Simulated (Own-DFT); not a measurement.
# Point defects and the pressure they add: C40 NbSi2

No measurement is shown. These are fixed-geometry runs of a retired plane-wave code named Own-DFT, which no person has reviewed; spin and spin-orbit coupling are neglected.

Settings: PBE; PseudoDojo norm-conserving scalar-relativistic files; cutoff 42 hartree; 4 x 4 x 5 k mesh centred on Gamma; cold (Marzari-Vanderbilt) smearing of 0.2 eV.

Known weak points: forces on such cells failed a check on a denser k mesh; stress not checked against mesh or cutoff.

All runs share one cell, with vectors in Å (0.000, 8.324, 0.000); (-9.613, 0.000, 0.000); (0.000, 0.000, 6.586) and a volume of 527.0 Å³. u is the rms random offset of the atoms per axis. The defect's site can differ from row to row.

```
                    cell   formula   u (Å)  P (GPa)
               no defect  Nb12Si24  0.0208     1.47
               no defect  Nb12Si24  0.0518     2.87
               no defect  Nb12Si24  0.0531     2.89
two Si on a Nb site each  Nb10Si26  0.0309     1.59
two Si on a Nb site each  Nb10Si26  0.0311     1.65
two Si on a Nb site each  Nb10Si26  0.0451     2.62
        two Nb vacancies  Nb10Si24  0.0296     0.00
        two Nb vacancies  Nb10Si24  0.0476     0.26
        two Nb vacancies  Nb10Si24  0.0576     0.77
          one Si vacancy  Nb12Si23  0.0281     0.94
          one Si vacancy  Nb12Si23  0.0288        ?
          one Si vacancy  Nb12Si23  0.0431     1.73
          one Si vacancy  Nb12Si23  0.0470     1.73
two Nb on a Si site each  Nb14Si22  0.0296     7.60
two Nb on a Si site each  Nb14Si22  0.0318     7.54
two Nb on a Si site each  Nb14Si22  0.0558     8.81
```

## Working it out

P = P0 + c u² + a shift for each defect gives P0 = 1.34 GPa, c = 540 ± 58 GPa/Å² and a scatter of 0.20 GPa. The shifts, and each times the cell's volume:

- two Nb on a Si site each: 5.75 ± 0.16 GPa, 18.9 eV (9.4 eV for each of its 2 sites)
- two Si on a Nb site each: -0.10 ± 0.17 GPa, -0.3 eV (-0.2 eV for each of its 2 sites) (not resolved)
- one Si vacancy: -0.75 ± 0.16 GPa, -2.5 eV
- two Nb vacancies: -2.16 ± 0.16 GPa, -7.1 eV (-3.6 eV for each of its 2 sites)

Positive is outwards. The product with the volume (160.2 GPa Å³ to the eV) is nearly free of the cell's size; divided by the bulk modulus at the cell's pressure it gives the volume that the defect adds. The atoms around the defects weren't relaxed, which would change these numbers.

## Check

The question: what pressure belongs in the blank (one Si vacancy, u = 0.0288 Å)?

From the fit: 1.04 ± 0.23 GPa. Computed: 0.95 GPa.
